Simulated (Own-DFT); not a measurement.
# Strain and stress in wurtzite AlGaN with randomly placed atoms, 72 atoms (Al9Ga27N36)

These are calculations, not measurements. They come from Own-DFT, an in-house plane-wave density functional program, since retired, whose code no person has reviewed. Each row is one single-point run on a periodic cell that was not relaxed, without spin or spin-orbit coupling.

Settings of every run: PBE; PseudoDojo norm-conserving scalar-relativistic files; cutoff 42 hartree; 4 x 4 x 3 k mesh centred on Gamma; Fermi-Dirac smearing of 0.1 eV.

Known limits: forces on such cells passed a denser k mesh, each cell not checked; stress not checked against mesh or cutoff.

Unstrained cell vectors in Å: (9.509, 0.000, 0.000); (-4.755, 8.235, 0.000); (0.000, 0.000, 10.268). The unstrained cell has measured lattice constants (interpolated for alloys), not those of this functional. That, the random moves and any unrelaxed bonds set the pressure at no strain. Each run strains this cell uniformly, with the atoms carried along. Every atom was also moved at random, by a Gaussian of width 0.05 Å on each axis. The random placing of the alloy's atoms differs from row to row. Strain is the symmetric tensor, in per cent. Stress is positive in tension, and the pressure is minus a third of its trace.

```
run,e_xx (%),e_yy (%),e_zz (%),s_xx (GPa),s_yy (GPa),s_zz (GPa),P (GPa),E (meV/atom)
1,-2.75,-2.75,0.00,-23.33,-27.68,-11.66,20.89,94.6
2,1.25,1.25,0.00,-0.92,-0.23,-5.48,2.21,3.4
3,-1.75,-1.75,0.00,-17.72,-16.43,-11.04,15.06,40.6
4,1.00,1.00,0.00,-1.11,-1.44,-6.18,2.91,0.0
5,0.50,0.50,0.00,-3.75,-6.14,-8.12,6.00,42.6
6,-2.25,-2.25,0.00,-19.64,-17.05,-14.43,17.04,50.9
7,-1.25,-1.25,0.00,-13.29,-14.22,-9.71,12.40,33.3
8,-1.50,-1.50,0.00,-15.58,-16.86,-10.44,14.30,50.2
9,-0.75,-0.75,0.00,?,?,?,?,?
```

E is the free energy for each atom above the lowest run shown.

## Worked fit

The change of volume is close to e_xx + e_yy + e_zz. A straight line through the runs shown gives P = 7.65 - 223 x (fractional change of volume) GPa, with an error of 8 on the slope and a scatter of 0.68 GPa. The strain isn't the same on all axes and the cell isn't cubic, so the slope belongs to this path and is not the bulk modulus.

## Withheld run

Question: what pressure should run 9 give? Its volume changes by -1.49 %.

The line gives 11.0 GPa. The calculation gave 10.81 GPa.
